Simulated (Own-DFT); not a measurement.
# One host, several defects: L1_0 TiAl

Source: density functional calculations with Own-DFT, an unreviewed in-house program that is no longer used. Nothing was measured or relaxed, and spin and spin-orbit coupling are left out.

Common settings: PBE; PseudoDojo norm-conserving scalar-relativistic files; cutoff 42 hartree; 4 x 4 x 4 k mesh centred on Gamma; cold (Marzari-Vanderbilt) smearing of 0.2 eV.

Keep in mind: forces on such cells failed a check on a denser k mesh; stress not checked against mesh or cutoff.

All runs share one cell, with vectors in Å (5.622, 5.622, 0.000); (-5.622, 5.622, 0.000); (0.000, 0.000, 8.133) and a volume of 514.0 Å³. Atoms were moved at random from their sites; u is the rms move along one axis. The defect's site can differ from row to row.

| cell | formula | u (Å) | P (GPa) |
|---|---|---|---|
| no defect | Al16Ti16 | 0.0193 | 1.16 |
| no defect | Al16Ti16 | 0.0193 | 1.16 |
| no defect | Al16Ti16 | 0.0474 | 1.69 |
| two Al vacancies | Al14Ti16 | 0.0268 | -0.67 |
| two Al vacancies | Al14Ti16 | 0.0518 | -0.01 |
| two Al vacancies | Al14Ti16 | 0.0524 | -0.32 |
| one Ti vacancy | Al16Ti15 | 0.0273 | 0.52 |
| one Ti vacancy | Al16Ti15 | 0.0303 | 0.48 |
| one Ti vacancy | Al16Ti15 | 0.0303 | 0.61 |
| one Ti vacancy | Al16Ti15 | 0.0327 | ? |

## What the rows give

P = P0 + c u² + a shift for each defect gives P0 = 1.07 GPa, c = 262 ± 49 GPa/Å² and a scatter of 0.11 GPa. The shifts, and each times the cell's volume:

- one Ti vacancy: -0.77 ± 0.09 GPa, -2.5 eV
- two Al vacancies: -1.95 ± 0.10 GPa, -6.2 eV (-3.1 eV for each of its 2 sites)

Positive is outwards. The product with the volume (160.2 GPa Å³ to the eV) is nearly free of the cell's size; divided by the bulk modulus at the cell's pressure it gives the volume that the defect adds. The atoms around the defects weren't relaxed, which would change these numbers.

## Prediction

Asked: what pressure belongs in the blank (one Ti vacancy, u = 0.0327 Å)?

Estimate: 0.59 ± 0.13 GPa. Computed: 0.60 GPa.
